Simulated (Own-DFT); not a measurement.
# Response to strain: 4H SiC, 72 atoms (C36Si36)

Calculated, not measured: single-point runs of Own-DFT, a retired in-house plane-wave DFT program that no person has reviewed, on unrelaxed cells, without spin or spin-orbit coupling.

Common settings: PBE; PseudoDojo norm-conserving scalar-relativistic files; cutoff 42 hartree; 4 x 4 x 3 k mesh centred on Gamma; Fermi-Dirac smearing of 0.1 eV.

Limits: forces on such cells passed a denser k mesh, each cell not checked; stress not checked against mesh or cutoff.

Unstrained cell vectors in Å: (9.248, 0.000, 0.000); (-4.624, 8.009, 0.000); (0.000, 0.000, 10.068). The unstrained cell has measured lattice constants (interpolated for alloys), not those of this functional. That, the random moves and any unrelaxed bonds set the pressure at no strain. Each run strains this cell uniformly, with the atoms carried along. Each coordinate of each atom was shifted by a normal deviate of width 0.05 Å. Strain is the symmetric tensor, in per cent. Stress is positive in tension, and the pressure is minus a third of its trace.

```
run,e_xx (%),e_yy (%),e_zz (%),e_yz (%),e_xz (%),e_xy (%),s_xx (GPa),s_yy (GPa),s_zz (GPa),s_yz (GPa),s_xz (GPa),s_xy (GPa),P (GPa),E (meV/atom)
1,1.02,1.20,-1.44,0.04,-0.56,-1.78,-1.18,0.72,-12.64,0.11,-1.83,-9.28,4.37,31.4
2,0.65,-1.79,0.43,-1.55,0.19,-1.12,-3.53,-14.85,-3.13,-6.76,-0.66,-5.35,7.17,17.6
3,-1.13,0.97,-1.08,0.99,1.49,-1.74,-11.33,-0.85,-14.46,3.44,5.16,-8.16,8.88,35.9
4,0.46,-1.52,-1.77,1.54,-0.13,-0.50,-4.84,-14.42,-17.19,5.45,-0.44,-1.91,12.15,34.6
5,-0.75,-0.32,-1.71,1.67,0.41,0.37,-10.14,-9.32,-16.78,7.18,2.48,0.59,12.08,31.9
6,-0.60,-0.42,0.88,-1.13,-0.68,0.20,-7.48,-5.53,-2.90,-2.92,-2.18,1.67,5.30,0.1
7,-0.79,1.31,1.08,-1.70,-1.28,1.46,-5.21,0.07,0.17,-5.47,-4.06,4.84,1.66,14.6
8,1.21,1.57,-1.32,-0.84,0.01,0.97,1.35,3.94,-13.26,-3.11,0.70,5.79,2.66,28.9
9,-1.64,-1.58,-1.58,-0.12,0.20,-1.89,-18.06,-16.35,-18.72,0.03,1.13,-9.23,17.71,54.4
10,1.82,1.63,1.78,1.12,-1.15,-1.26,4.26,6.99,5.08,3.30,-3.72,-6.12,-5.44,3.2
11,-0.79,0.21,-1.93,-0.26,-1.74,-0.39,-9.17,-5.65,-19.11,-0.72,-6.35,-2.29,11.31,31.3
12,1.21,-0.94,0.06,0.03,0.63,1.21,-0.23,-8.28,-4.16,-0.67,1.61,5.81,4.22,0.0
13,1.79,0.94,1.92,-1.76,-0.50,1.85,6.18,1.38,4.09,-5.78,-1.56,7.73,-3.88,23.8
14,1.22,-0.76,-1.10,-0.74,1.40,-1.29,0.10,-7.57,-14.55,-1.96,4.92,-6.08,7.34,27.8
15,0.08,1.17,-1.89,-1.71,1.10,0.39,-5.58,0.97,-17.50,-6.26,3.64,1.72,7.37,43.4
16,1.92,1.56,-1.29,0.88,0.43,-0.91,5.15,2.82,-11.58,3.50,0.86,-3.50,1.20,38.6
17,-1.64,-0.46,1.56,-0.28,0.55,0.37,?,?,?,?,?,?,?,?
```

E is the free energy per atom, counted from the lowest run shown.

## Worked fit

Each stress component was fitted by least squares to a constant and the strains of the runs shown, as fractions, with shears doubled. Shear strains stay in the fit of a normal stress only where such slopes are resolved. The slopes, in GPa:

```
stress,at no strain,per e_xx,per e_yy,per e_zz,scatter
s_xx,-5.3,488 ± 30,92 ± 27,71 ± 25,1.24
s_yy,-5.2,86 ± 28,529 ± 25,55 ± 23,1.16
s_zz,-7.0,88 ± 30,29 ± 27,572 ± 24,1.22
```

The slope of each shear stress on twice its own strain, from a fit on all six strains: yz 182 ± 9, xz 173 ± 9, xy 233 ± 11 GPa. These are stiffnesses along x, y and z of the frame in which the cell vectors are given, with the crystal's c axis along z: C11, C12, C13 and C33. Hexagonal symmetry asks that xx and yy behave alike, which is a second check on the noise. The atoms are held to the strained lattice; where symmetry lets them move under strain, relaxing them would lower some slopes. Slopes across the diagonal should nearly agree, so their difference gauges the noise. A ninth of the table's sum, 223 ± 5 GPa, estimates the bulk modulus near the mean pressure of these runs, 5.9 GPa, so it lies above the value at zero pressure.

## Withheld run

The question: what normal stresses and pressure should run 17 give?

The fitted form gives s_xx = -12.6, s_yy = -8.1, s_zz = 0.4 and P = 6.8 GPa. The calculation gave -13.92, -7.60, 2.80 and P = 6.24 GPa.
